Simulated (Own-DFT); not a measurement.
# Strain and stress in diamond-structure SiGeSn with randomly placed atoms, 64 atoms (Ge40Si16Sn8)

All numbers below are calculated, not measured. The program, named Own-DFT, is a retired in-house plane-wave density functional code that no person has reviewed. Each row is one single-point run on a periodic cell that was not relaxed, without spin or spin-orbit coupling.

Settings of every run: PBE; PseudoDojo norm-conserving scalar-relativistic files; cutoff 49 hartree; 3 x 3 x 3 k mesh centred on Gamma; Fermi-Dirac smearing of 0.1 eV.

Known limits: forces on such cells moved up to 12 meV/angstrom on a denser k mesh; stress not checked against mesh or cutoff.

Unstrained cell vectors in Å: (11.410, 0.000, 0.000); (0.000, 11.410, 0.000); (0.000, 0.000, 11.410). The unstrained cell has measured lattice constants (interpolated for alloys), not those of this functional. That, the random moves and any unrelaxed bonds set the pressure at no strain. Each run strains this cell uniformly, with the atoms carried along. Every atom was also moved at random, by a Gaussian of width 0.05 Å on each axis. The random placing of the alloy's atoms differs from row to row. Strain is the symmetric tensor, in per cent. Stress is positive in tension, and the pressure is minus a third of its trace.

| run | e_xx (%) | e_yy (%) | e_zz (%) | s_xx (GPa) | s_yy (GPa) | s_zz (GPa) | P (GPa) | E (meV/atom) |
|---|---|---|---|---|---|---|---|---|
| 1 | -3.00 | -3.00 | 0.00 | -10.55 | -10.60 | -8.58 | 9.91 | 75.8 |
| 2 | -0.75 | -0.75 | 0.00 | -6.52 | -6.30 | -5.69 | 6.17 | 63.6 |
| 3 | 2.50 | 2.50 | 0.00 | -0.68 | -0.57 | -2.14 | 1.13 | 11.1 |
| 4 | -2.75 | -2.75 | 0.00 | -10.43 | -10.37 | -8.57 | 9.79 | 99.1 |
| 5 | -1.00 | -1.00 | 0.00 | -6.36 | -6.51 | -5.67 | 6.18 | 36.5 |
| 6 | 2.75 | 2.75 | 0.00 | -0.12 | -0.13 | -1.76 | 0.67 | 0.0 |
| 7 | -2.00 | -2.00 | 0.00 | -8.97 | -8.91 | -7.82 | 8.57 | 95.6 |
| 8 | -2.50 | -2.50 | 0.00 | -9.67 | -9.66 | -8.03 | 9.12 | 76.7 |
| 9 | 1.25 | 1.25 | 0.00 | ? | ? | ? | ? | ? |

E is the free energy for each atom above the lowest run shown.

## Worked fit

The change of volume is close to e_xx + e_yy + e_zz. A straight line through the runs shown gives P = 5.12 - 81 x (fractional change of volume) GPa, with an error of 2 on the slope and a scatter of 0.28 GPa. The strain isn't the same on all axes, but the crystal is cubic, so the slope still estimates the bulk modulus, averaged over pressures from 0.7 to 9.9 GPa.

## Withheld run

Question: what pressure should run 9 give? Its volume changes by 2.52 %.

The line gives 3.1 GPa. The calculation gave 2.98 GPa.
